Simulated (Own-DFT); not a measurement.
SiC (2H silicon carbide, atoms displaced), GaP (zincblende, strained, atoms displaced), SiC (3C silicon carbide, strained, atoms displaced) (calculated)

Computed with Own-DFT development build. A calculation, not a measurement: plane-wave PBE density functional theory by an unreviewed code, no spin, of a simulated periodic cell, stress positive in tension, free energy of the whole cell less one offset for each atom, forces on such cells passed a denser k mesh, this cell's mesh not checked; offsets are fitted by least squares, one for each functional and potential file, so energies compare only between cells with the same atoms and settings and are not formation energies; the far tail of each file's local potential was reset to the Coulomb form; each entry is a single point on an unrelaxed cell, so the pressure reflects the starting lattice, mostly measured values (interpolated for alloys), from which strain is counted, and rises with the displacements; printed positions are rounded, which can move forces by about a meV/angstrom; the program, named Own-DFT, is a retired in-house code; no spin-orbit coupling.

Common to all runs: functional PBE; potential files PseudoDojo norm-conserving, scalar-relativistic, standard set; wave cutoff 42 hartree; occupations Fermi-Dirac; smearing width 0.1 eV.

(1) SiC (2H silicon carbide, atoms displaced)

```
SiC
1.0
      6.1654     0.0000     0.0000
     -3.0827     5.3394     0.0000
      0.0000     0.0000    10.0681
Si C Si C Si C Si C Si C Si C Si C Si C
2 2 2 2 2 2 2 2 2 2 2 2 2 2 2 2
Direct
  0.99522 0.98678 0.00184
  0.17570 0.36480 0.26147
  0.00022 0.98610 0.17508
  0.20049 0.34463 0.43514
  0.99612 0.00170 0.49108
  0.15468 0.34225 0.75986
  0.98914 0.98084 0.68630
  0.14586 0.35043 0.93724
  0.97446 0.50328 0.00199
  0.17248 0.83223 0.25536
  0.99920 0.49831 0.18756
  0.14120 0.80224 0.42988
  0.00553 0.51598 0.48286
  0.17197 0.81281 0.76126
  0.01258 0.53021 0.69048
  0.19181 0.83197 0.94513
  0.48565 0.97277 0.00204
  0.68276 0.35946 0.25316
  0.52243 0.02092 0.18635
  0.64083 0.33534 0.43056
  0.49596 0.99669 0.49220
  0.68573 0.31661 0.75165
  0.49096 0.99049 0.68729
  0.63664 0.30841 0.93335
  0.48517 0.46968 0.00844
  0.69366 0.84397 0.25559
  0.49847 0.49742 0.17854
  0.72406 0.85895 0.43740
  0.52359 0.50523 0.47554
  0.67386 0.85536 0.76719
  0.46849 0.48024 0.70141
  0.66326 0.83925 0.94042
```

- hardware: one NVIDIA H100
- k mesh: 5 x 5 x 3 centred on Gamma
- free energy of cell above offsets: 6.452 eV
- pressure: 12.08 GPa
- stress xx: -11.28 GPa
- stress yy: -9.12 GPa
- stress zz: -15.84 GPa
- stress yz: -2.09 GPa
- stress xz: -0.75 GPa
- stress xy: -2.43 GPa
- wall time: 123.5 s

Force:
| element | x (eV/Å) | y (eV/Å) | z (eV/Å) |
| --- | --- | --- | --- |
| Si | -0.503 | 1.998 | -2.483 |
| Si | 1.694 | -2.893 | -4.418 |
| C | 0.871 | 1.286 | 4.264 |
| C | -3.858 | -0.606 | 0.486 |
| Si | 8.813 | 4.702 | 6.334 |
| Si | 1.236 | -1.751 | -2.558 |
| C | 0.088 | 1.666 | 0.831 |
| C | 1.803 | -2.114 | 2.457 |
| Si | 1.392 | -1.462 | -0.167 |
| Si | 0.235 | 1.448 | -4.004 |
| C | -0.063 | 1.481 | 0.745 |
| C | 1.268 | 7.675 | -0.041 |
| Si | 0.569 | -6.601 | 5.288 |
| Si | -1.893 | 5.58 | -0.592 |
| C | -0.199 | -6.049 | -2.847 |
| C | -6.146 | -2.106 | -1.445 |
| Si | 3.173 | 3.899 | 2.298 |
| Si | -0.955 | -2.773 | -2.613 |
| C | -0.366 | -1.547 | 2.118 |
| C | 7.879 | -3.797 | -0.549 |
| Si | 0.374 | -0.446 | 1.669 |
| Si | -4.722 | 1.985 | -1.231 |
| C | 1.154 | 0.705 | -0.984 |
| C | 1.575 | 0.77 | 1.634 |
| Si | -2.24 | 1.936 | -4.921 |
| Si | -1.618 | 0.367 | -3.208 |
| C | -0.15 | 1.181 | 4.923 |
| C | -11.02 | -5.573 | -3.925 |
| Si | -5.078 | 4.579 | 7.574 |
| Si | 0.846 | -3.861 | -4.818 |
| C | 3.729 | 2.238 | -1.935 |
| C | 2.114 | -1.918 | 2.12 |

(2) GaP (zincblende, strained, atoms displaced)

```
GaP
1.0
     10.8620     0.0000     0.0000
      0.0000    10.8620     0.0000
      0.0000     0.0000    10.9439
Ga P Ga P Ga P Ga P Ga P Ga P Ga P Ga P
4 4 4 4 4 4 4 4 4 4 4 4 4 4 4 4
Direct
  0.00130 0.00383 0.99691
  0.99683 0.24878 0.25272
  0.25067 0.00417 0.25317
  0.25444 0.24607 0.99889
  0.12617 0.12877 0.12519
  0.12908 0.37687 0.37294
  0.38004 0.12405 0.37673
  0.37464 0.37602 0.12325
  0.99813 0.99875 0.49758
  0.00317 0.25362 0.75407
  0.25421 0.99509 0.75132
  0.24708 0.24784 0.50033
  0.12436 0.12558 0.62626
  0.12686 0.36900 0.87462
  0.37799 0.12837 0.87917
  0.37613 0.37666 0.62669
  0.00339 0.49925 0.99754
  0.00120 0.75159 0.24436
  0.25135 0.49913 0.24745
  0.25145 0.74887 0.00179
  0.12335 0.62326 0.12709
  0.12379 0.87404 0.37704
  0.37552 0.62637 0.37393
  0.37369 0.87823 0.12901
  0.00461 0.50049 0.50136
  0.00003 0.75016 0.75335
  0.24881 0.50169 0.74896
  0.25203 0.74409 0.50173
  0.12963 0.62368 0.62801
  0.12063 0.87692 0.87591
  0.37674 0.62336 0.87439
  0.37913 0.87245 0.62652
  0.50430 0.99568 0.00171
  0.49778 0.25357 0.25069
  0.74980 0.99797 0.25012
  0.74967 0.24629 0.00576
  0.62291 0.12526 0.13025
  0.62639 0.37629 0.37456
  0.87524 0.12658 0.37211
  0.88227 0.36932 0.12056
  0.50433 0.99936 0.49968
  0.49513 0.24745 0.74706
  0.74788 0.00003 0.75193
  0.74589 0.25156 0.49880
  0.62570 0.12813 0.62608
  0.62804 0.37320 0.87018
  0.87175 0.12228 0.87803
  0.88029 0.37627 0.62459
  0.49657 0.50050 0.99606
  0.49796 0.75112 0.24698
  0.74694 0.49797 0.24467
  0.75086 0.75005 0.00130
  0.62613 0.62443 0.12734
  0.62741 0.87314 0.37446
  0.87214 0.62562 0.37713
  0.87505 0.87515 0.12894
  0.49986 0.50160 0.50172
  0.49939 0.74783 0.74514
  0.75071 0.50374 0.74687
  0.75292 0.75210 0.50183
  0.62264 0.62437 0.62652
  0.62438 0.87393 0.87745
  0.87361 0.63116 0.87376
  0.88033 0.87688 0.62787
```

- hardware: one NVIDIA H100
- k mesh: 3 x 3 x 3 centred on Gamma
- free energy of cell above offsets: -35.232 eV
- pressure: 3.08 GPa
- stress xx: -3.25 GPa
- stress yy: -3.26 GPa
- stress zz: -2.72 GPa
- stress yz: 0.27 GPa
- stress xz: 0.14 GPa
- stress xy: 0.41 GPa
- wall time: 513.8 s

Force:
| element | x (eV/Å) | y (eV/Å) | z (eV/Å) |
| --- | --- | --- | --- |
| Ga | -0.213 | -0.18 | 0.737 |
| Ga | 0.759 | 0.33 | -0.157 |
| Ga | -0.28 | -0.136 | 0.089 |
| Ga | -0.418 | 0.467 | 0.4 |
| P | -0.064 | -0.348 | 0.125 |
| P | -0.392 | -0.301 | 0.14 |
| P | -0.44 | 0.279 | 0.119 |
| P | 0.076 | -0.063 | -0.078 |
| Ga | 0.217 | 0.415 | 0.175 |
| Ga | -0.722 | -0.775 | -0.371 |
| Ga | -0.261 | 0.558 | 0.089 |
| Ga | 0.449 | 0.202 | 0.023 |
| P | 0.035 | -0.428 | 0.107 |
| P | 0.498 | 0.899 | 0.324 |
| P | 0.153 | -1.118 | -0.466 |
| P | -0.418 | -0.152 | -0.419 |
| Ga | -0.219 | 0.069 | -0.236 |
| Ga | -0.238 | -0.261 | 0.973 |
| Ga | 0.055 | 0.18 | 0.192 |
| Ga | -0.198 | 0.177 | -0.093 |
| P | 0.338 | 0.049 | -0.437 |
| P | 0.41 | -0.146 | -0.192 |
| P | 0.1 | -0.33 | -0.104 |
| P | -0.06 | -0.168 | -0.465 |
| Ga | -0.186 | 0.145 | -0.354 |
| Ga | 0.321 | 0.031 | -0.409 |
| Ga | 0.314 | -0.591 | 0.485 |
| Ga | -0.1 | 0.67 | -0.122 |
| P | -0.726 | 0.39 | -0.093 |
| P | 0.858 | -0.344 | 0.107 |
| P | -0.469 | 0.486 | -0.141 |
| P | -0.35 | 0.293 | -0.548 |
| Ga | -0.376 | 0.536 | 0.186 |
| Ga | 0.116 | -0.08 | 0.115 |
| Ga | -0.006 | 0.261 | 0.152 |
| Ga | -0.209 | 0.215 | -0.498 |
| P | 0.036 | -0.141 | -0.209 |
| P | -0.404 | 0.144 | -0.03 |
| P | -0.473 | -0.338 | 0.595 |
| P | -0.733 | 0.746 | 0.347 |
| Ga | 0.074 | -0.098 | 0.128 |
| Ga | 0.495 | 0.419 | 0.323 |
| Ga | 0.178 | -0.078 | -0.123 |
| Ga | 0.738 | 0.04 | 0.145 |
| P | -0.07 | -0.46 | -0.079 |
| P | -0.207 | -0.012 | 0.475 |
| P | 0.208 | 0.535 | -0.402 |
| P | -0.479 | -0.121 | 0.016 |
| Ga | 0.902 | -0.34 | 0.199 |
| Ga | 0.302 | -0.023 | 0.34 |
| Ga | 0.923 | -0.192 | 0.347 |
| Ga | -0.072 | 0.166 | 0.291 |
| P | -0.518 | 0.089 | -0.715 |
| P | -0.212 | -0.016 | 0.108 |
| P | 0.523 | -0.269 | -0.474 |
| P | 0.118 | 0.315 | -0.865 |
| Ga | -0.017 | -0.167 | -0.307 |
| Ga | 0.211 | 0.066 | 0.866 |
| Ga | 0.223 | -0.381 | 0.214 |
| Ga | -0.133 | -0.08 | 0.228 |
| P | 0.513 | 0.265 | -0.48 |
| P | 0.029 | -0.349 | -0.479 |
| P | 0.157 | -0.874 | 0.265 |
| P | -0.667 | -0.076 | -0.081 |

(3) SiC (2H silicon carbide, atoms displaced)

```
SiC
1.0
      9.2481     0.0000     0.0000
     -4.6241     8.0091     0.0000
      0.0000     0.0000    10.0681
Si C Si C Si C Si C Si C Si C Si C Si C Si C Si C Si C Si C Si C Si C Si C Si C Si C Si C
2 2 2 2 2 2 2 2 2 2 2 2 2 2 2 2 2 2 2 2 2 2 2 2 2 2 2 2 2 2 2 2 2 2 2 2
Direct
  0.00037 0.99075 0.99595
  0.12335 0.22874 0.24747
  0.99235 0.99335 0.18333
  0.10814 0.22194 0.43239
  0.01014 0.01161 0.49966
  0.11850 0.23199 0.74280
  0.99902 0.99777 0.68511
  0.11632 0.22494 0.94056
  0.00350 0.33652 0.01162
  0.10689 0.55846 0.25583
  0.00438 0.32679 0.18512
  0.11577 0.56686 0.43604
  0.99371 0.32831 0.49351
  0.10910 0.55874 0.74910
  0.98699 0.32453 0.68228
  0.10683 0.55542 0.92779
  0.99048 0.64947 0.99370
  0.11560 0.88698 0.24983
  0.01117 0.67677 0.18204
  0.11483 0.88117 0.43928
  0.00743 0.66203 0.50197
  0.10290 0.87846 0.74713
  0.00423 0.68350 0.68892
  0.11895 0.88278 0.94050
  0.33869 0.99418 0.00995
  0.44560 0.21113 0.25663
  0.33357 0.00401 0.18886
  0.46177 0.23502 0.43840
  0.33081 0.99388 0.50003
  0.43890 0.21434 0.75465
  0.33948 0.99730 0.69168
  0.44803 0.22356 0.93302
  0.32950 0.33167 0.99186
  0.44726 0.55861 0.24360
  0.32533 0.32265 0.18142
  0.45358 0.55320 0.42996
  0.32979 0.33797 0.50029
  0.42995 0.54112 0.73877
  0.33615 0.33343 0.67364
  0.44515 0.56446 0.93721
  0.33947 0.66371 0.99844
  0.43645 0.88904 0.24844
  0.34093 0.67069 0.19717
  0.44599 0.88554 0.43435
  0.33938 0.66150 0.50587
  0.43892 0.89261 0.74963
  0.33032 0.66622 0.68654
  0.43751 0.87706 0.94133
  0.67233 0.00668 0.99187
  0.78013 0.22541 0.24971
  0.66093 0.99111 0.18635
  0.76467 0.21649 0.44329
  0.66631 0.00420 0.50140
  0.77743 0.21971 0.75221
  0.66441 0.01621 0.69398
  0.76951 0.20805 0.93918
  0.67543 0.33109 0.99160
  0.77517 0.54422 0.24845
  0.66931 0.33005 0.19130
  0.77859 0.56338 0.44365
  0.66625 0.33969 0.50329
  0.77529 0.56172 0.75671
  0.66186 0.32468 0.68717
  0.77405 0.55623 0.94835
  0.65652 0.66710 0.99161
  0.78222 0.88831 0.24680
  0.66212 0.67155 0.18472
  0.78268 0.89177 0.44747
  0.68137 0.67370 0.51015
  0.78448 0.88790 0.74732
  0.65084 0.65700 0.68717
  0.77574 0.88186 0.94417
```

* hardware: one NVIDIA H100
* k mesh: 4 x 4 x 3 centred on Gamma
* free energy of cell above offsets: -3.993 eV
* pressure: 5.89 GPa
* stress xx: -4.51 GPa
* stress yy: -6.04 GPa
* stress zz: -7.14 GPa
* stress yz: -0.39 GPa
* stress xz: 0.36 GPa
* stress xy: 0.02 GPa
* wall time: 352.5 s

Force:
| element | x (eV/Å) | y (eV/Å) | z (eV/Å) |
| --- | --- | --- | --- |
| Si | 0.331 | 0.597 | 0.592 |
| Si | -1.718 | -2.694 | -0.294 |
| C | 2.187 | 1.384 | 0.842 |
| C | 0.696 | 1.123 | 0.458 |
| Si | -0.194 | -2.699 | -0.445 |
| Si | -1.179 | -1.668 | 1.215 |
| C | 0.968 | 1.23 | 0.513 |
| C | -1.542 | -0.92 | -1.796 |
| Si | 0.199 | -0.72 | -3.966 |
| Si | 1.711 | 0.074 | -1.969 |
| C | -1.404 | 1.68 | 2.843 |
| C | 1.655 | -2.874 | 1.064 |
| Si | -0.797 | 0.685 | 0.462 |
| Si | -0.313 | -0.907 | -1.442 |
| C | 1.829 | 2.086 | 0.243 |
| C | 1.294 | -1.395 | 2.363 |
| Si | 0.68 | 3.526 | 1.424 |
| Si | -1.842 | 0.753 | 0.06 |
| C | -0.769 | -2.88 | 0.45 |
| C | -1.151 | 1.496 | -0.439 |
| Si | -2.947 | 1.238 | 0.218 |
| Si | 1.363 | 5.477 | 2.36 |
| C | 0.095 | -6.021 | -1.148 |
| C | -1.385 | -0.246 | -0.742 |
| Si | -1.068 | 0.541 | -2.644 |
| Si | -0.898 | 2.856 | -0.885 |
| C | 0.342 | -1.04 | 0.643 |
| C | -3.481 | -2.786 | 0.166 |
| Si | 1.534 | 1.26 | 0.294 |
| Si | 0.887 | 0.609 | -1.966 |
| C | -3.616 | 0.437 | -1.493 |
| C | -0.132 | -0.425 | 1.831 |
| Si | 1.714 | 0.544 | 1.617 |
| Si | 0.39 | -1.221 | 0.928 |
| C | 2.747 | 2.007 | 0.154 |
| C | -0.881 | 0.638 | 1.929 |
| Si | 1.863 | -0.185 | -3.637 |
| Si | 0.159 | 2.631 | 2.06 |
| C | -0.425 | -1.563 | 3.357 |
| C | 0.524 | -3.458 | -2.243 |
| Si | -2.912 | 0.415 | 1.676 |
| Si | 2.497 | -0.024 | 0.53 |
| C | -2.214 | -1.24 | -2.196 |
| C | -0.42 | 0.045 | 1.241 |
| Si | -0.229 | 0.904 | -2.772 |
| Si | 2.651 | -1.267 | 1.317 |
| C | 0.022 | -0.234 | 0.572 |
| C | 0.754 | 2.097 | -0.795 |
| Si | -0.371 | -4.84 | 2.712 |
| Si | 0.52 | -2.327 | 0.47 |
| C | -0.084 | 1.857 | -0.127 |
| C | 1.522 | 2.116 | -1.814 |
| Si | 0.087 | -1.346 | 0.487 |
| Si | -0.899 | 1.592 | 0.14 |
| C | 1.453 | -4.477 | -1.236 |
| C | 1.385 | 4.618 | -1.019 |
| Si | -2.223 | -0.324 | 1.743 |
| Si | -1.01 | 3.123 | 0.391 |
| C | -0.418 | -0.441 | -1.699 |
| C | 2.505 | -1.141 | -0.992 |
| Si | 1.419 | 0.399 | 0.425 |
| Si | 0.357 | -1.622 | -0.998 |
| C | -0.312 | 1.971 | 1.525 |
| C | -0.281 | -0.667 | -2.196 |
| Si | 1.774 | -0.161 | 2.748 |
| Si | -1.716 | -0.297 | 1.196 |
| C | 1.847 | -1.493 | -0.402 |
| C | 0.001 | 0.664 | -1.124 |
| Si | -2.15 | -0.331 | -2.499 |
| Si | -2.769 | 0.146 | 0.774 |
| C | 1.466 | 1.352 | 1.614 |
| C | 0.319 | 1.766 | -2.673 |

(4) SiC (3C silicon carbide, strained, atoms displaced)

```
SiC
1.0
     13.0596     0.1117    -0.1520
      0.0745     8.6226     0.0492
     -0.1013     0.0492     8.6731
Si C Si C Si C Si C Si C Si C Si C Si C Si C Si C Si C Si C
4 4 4 4 4 4 4 4 4 4 4 4 4 4 4 4 4 4 4 4 4 4 4 4
Direct
  0.99802 0.99902 0.00411
  0.99829 0.25935 0.25432
  0.16782 0.99924 0.26298
  0.16336 0.25005 0.99892
  0.09040 0.12995 0.12861
  0.07840 0.37733 0.38116
  0.24682 0.12033 0.36999
  0.24538 0.37219 0.12354
  0.00191 0.00169 0.50364
  0.99470 0.25744 0.74979
  0.16081 0.00054 0.75493
  0.16915 0.24034 0.50101
  0.08080 0.12711 0.61557
  0.08684 0.37835 0.87897
  0.26238 0.13163 0.87541
  0.24823 0.37291 0.62307
  0.99862 0.49910 0.99054
  0.99875 0.75627 0.25252
  0.16215 0.50397 0.25193
  0.16667 0.75006 0.00776
  0.08381 0.62232 0.12780
  0.08037 0.87657 0.37401
  0.25334 0.63023 0.37290
  0.25560 0.87841 0.13799
  0.00275 0.50101 0.49291
  0.00345 0.75415 0.74745
  0.16474 0.50110 0.74561
  0.16586 0.74704 0.48676
  0.08049 0.62715 0.62893
  0.08342 0.87457 0.87563
  0.25533 0.62997 0.88649
  0.23895 0.88684 0.61196
  0.32900 0.98916 0.99755
  0.33978 0.24058 0.24457
  0.49598 0.99501 0.25260
  0.49516 0.25842 0.99935
  0.40529 0.12612 0.11930
  0.41539 0.37992 0.37206
  0.57795 0.12452 0.37334
  0.58682 0.37711 0.12952
  0.32796 0.00622 0.50221
  0.33220 0.25262 0.75273
  0.49706 0.00338 0.75476
  0.50283 0.24148 0.50231
  0.40595 0.13222 0.61358
  0.41468 0.37213 0.87511
  0.58134 0.12218 0.87329
  0.58590 0.38403 0.61151
  0.32991 0.49804 0.00451
  0.32764 0.75513 0.25183
  0.50325 0.50729 0.25810
  0.49403 0.75105 0.00044
  0.41955 0.62179 0.13236
  0.41902 0.87391 0.37388
  0.58547 0.61235 0.36718
  0.58972 0.87161 0.12453
  0.32896 0.49578 0.49437
  0.33801 0.75613 0.75198
  0.50211 0.49815 0.74679
  0.49671 0.75025 0.49483
  0.41653 0.62566 0.62943
  0.41803 0.87411 0.86316
  0.58766 0.63498 0.88093
  0.58190 0.87367 0.62735
  0.66143 0.01079 0.00377
  0.66047 0.25202 0.25459
  0.83646 0.00970 0.25587
  0.83881 0.25079 0.00250
  0.74949 0.12441 0.13496
  0.75767 0.37934 0.38426
  0.91726 0.12765 0.38362
  0.90865 0.37974 0.13270
  0.66585 0.99226 0.50073
  0.66821 0.25065 0.73915
  0.83558 0.99719 0.74943
  0.83356 0.24326 0.50286
  0.74739 0.10999 0.61351
  0.74983 0.37414 0.87838
  0.91598 0.11728 0.87791
  0.91684 0.36402 0.63005
  0.66363 0.50830 0.99959
  0.66588 0.75484 0.24791
  0.83156 0.49102 0.25035
  0.83548 0.75377 0.00503
  0.74874 0.62719 0.12544
  0.74693 0.87190 0.38325
  0.91988 0.63012 0.37087
  0.92098 0.87270 0.12522
  0.67197 0.49529 0.49421
  0.66136 0.75362 0.75313
  0.83632 0.48763 0.73833
  0.83240 0.74790 0.50228
  0.74867 0.62618 0.62101
  0.75354 0.87101 0.87838
  0.92440 0.62559 0.86626
  0.92017 0.87813 0.62420
```

- hardware: one NVIDIA H200
- k mesh: 3 x 4 x 4 centred on Gamma
- free energy of cell above offsets: -6.148 eV
- pressure: 10.02 GPa
- stress xx: -8.56 GPa
- stress yy: -11.46 GPa
- stress zz: -10.05 GPa
- stress yz: 4.25 GPa
- stress xz: -7.03 GPa
- stress xy: 5.23 GPa
- wall time: 537.1 s

Force:
| element | x (eV/Å) | y (eV/Å) | z (eV/Å) |
| --- | --- | --- | --- |
| Si | 1.864 | 0.09 | 0.301 |
| Si | 0.393 | -1.531 | -0.36 |
| Si | -1.107 | -0.292 | -2.58 |
| Si | 2.432 | -0.412 | 0.433 |
| C | -2.658 | -0.964 | 0.082 |
| C | 2.497 | -0.665 | -1.008 |
| C | 1.75 | 2.112 | 0.976 |
| C | 0.718 | 0.493 | 1.028 |
| Si | -0.657 | -0.783 | -0.615 |
| Si | 3.327 | -3.093 | 1.837 |
| Si | 1.621 | 1.053 | -1.192 |
| Si | -0.773 | 1.548 | -0.517 |
| C | 0.284 | 0.539 | 2.91 |
| C | -1.602 | -0.576 | -1.761 |
| C | -4.726 | -1.795 | 0.312 |
| C | -0.416 | 0.557 | 0.058 |
| Si | 0.483 | 0.435 | 2.386 |
| Si | 0.881 | -1.637 | -0.455 |
| Si | 1.62 | -1.755 | 0.149 |
| Si | 0.405 | -0.142 | -0.155 |
| C | -1.448 | 1.381 | -0.813 |
| C | 0.205 | 0.237 | -0.112 |
| C | -1.797 | -1.005 | -0.127 |
| C | -3.464 | 0.812 | -2.815 |
| Si | -1.526 | 0.806 | 2.314 |
| Si | -0.642 | -0.42 | 0.391 |
| Si | 1.249 | 0.318 | 1.247 |
| Si | -0.361 | 0.511 | 2.632 |
| C | 1.058 | -0.231 | -2.08 |
| C | 0.123 | 0.463 | 1.135 |
| C | -1.452 | 0.628 | -2.321 |
| C | 1.698 | -1.874 | 2.045 |
| Si | 1.282 | 1.404 | 0.107 |
| Si | -3.44 | 3.027 | 1.89 |
| Si | 0.806 | 0.875 | -1.641 |
| Si | 1.514 | -1.868 | 1.235 |
| C | 4.131 | -2.338 | -1.035 |
| C | 0.578 | -1.482 | 0.158 |
| C | 1.066 | -0.793 | 0.234 |
| C | -1.938 | 0.729 | -1.34 |
| Si | 0.418 | -1.681 | -1.024 |
| Si | 0.762 | 0.386 | -1.464 |
| Si | 0.19 | 0.164 | -2.365 |
| Si | -1.804 | 2.181 | -0.696 |
| C | 2.82 | -0.167 | 2.532 |
| C | 0.206 | 2.012 | -0.921 |
| C | -0.597 | 2.32 | -0.404 |
| C | -0.655 | -2.099 | 1.895 |
| Si | 1.219 | -0.398 | 0.904 |
| Si | 4.016 | -2.222 | 0.929 |
| Si | -1.776 | -3.031 | -2.033 |
| Si | 1.834 | -0.504 | 0.611 |
| C | -1.73 | 1.303 | -1.288 |
| C | -2.233 | 0.6 | 0.31 |
| C | 1.456 | 4.006 | 2.341 |
| C | -3.661 | 2.056 | -0.884 |
| Si | 1.499 | 0.315 | 1.29 |
| Si | -2.954 | -1.531 | -1.86 |
| Si | 0.119 | 0.64 | 0.796 |
| Si | 1.617 | -1.543 | 1.452 |
| C | -0.611 | -0.161 | -1.485 |
| C | -0.372 | 1.074 | 3.028 |
| C | -2.831 | -1.184 | -1.207 |
| C | -1.206 | 0.815 | -0.805 |
| Si | 2.533 | -2.082 | 0.193 |
| Si | 2.325 | -0.687 | 0.437 |
| Si | -0.712 | -2.318 | 0.169 |
| Si | -2.351 | -0.739 | 0.211 |
| C | -0.397 | 1.242 | -1.24 |
| C | -1.5 | -1.872 | -1.233 |
| C | 0.699 | 0.08 | -1.578 |
| C | 3.218 | -1.269 | -2.567 |
| Si | -1.518 | -0.159 | -0.709 |
| Si | -0.015 | -0.444 | 1.26 |
| Si | -0.987 | -0.836 | 0.212 |
| Si | -0.158 | -0.085 | 0.377 |
| C | 1.112 | 2.667 | 2.139 |
| C | 0.136 | -0.039 | -1.173 |
| C | 0.222 | 2.101 | -0.543 |
| C | -1.14 | 2.127 | -3.319 |
| Si | 1.74 | -1.581 | 0.86 |
| Si | 1.381 | -2.136 | 1.347 |
| Si | -0.618 | 3.672 | 0.848 |
| Si | 0.051 | -1.731 | -0.747 |
| C | 0.818 | -0.2 | 0.326 |
| C | 0.962 | 0.443 | -1.857 |
| C | -1.387 | -0.94 | 0.636 |
| C | -1.558 | 1.666 | 0.387 |
| Si | -0.389 | 1.973 | 0.529 |
| Si | 2.686 | -0.462 | -0.079 |
| Si | -1.512 | 2.772 | 2.372 |
| Si | 0.817 | 0.069 | -0.077 |
| C | 0.069 | -0.565 | 0.921 |
| C | -1.298 | 1.724 | -0.749 |
| C | -2.302 | 0.159 | 0.202 |
| C | -0.631 | -0.26 | -0.139 |
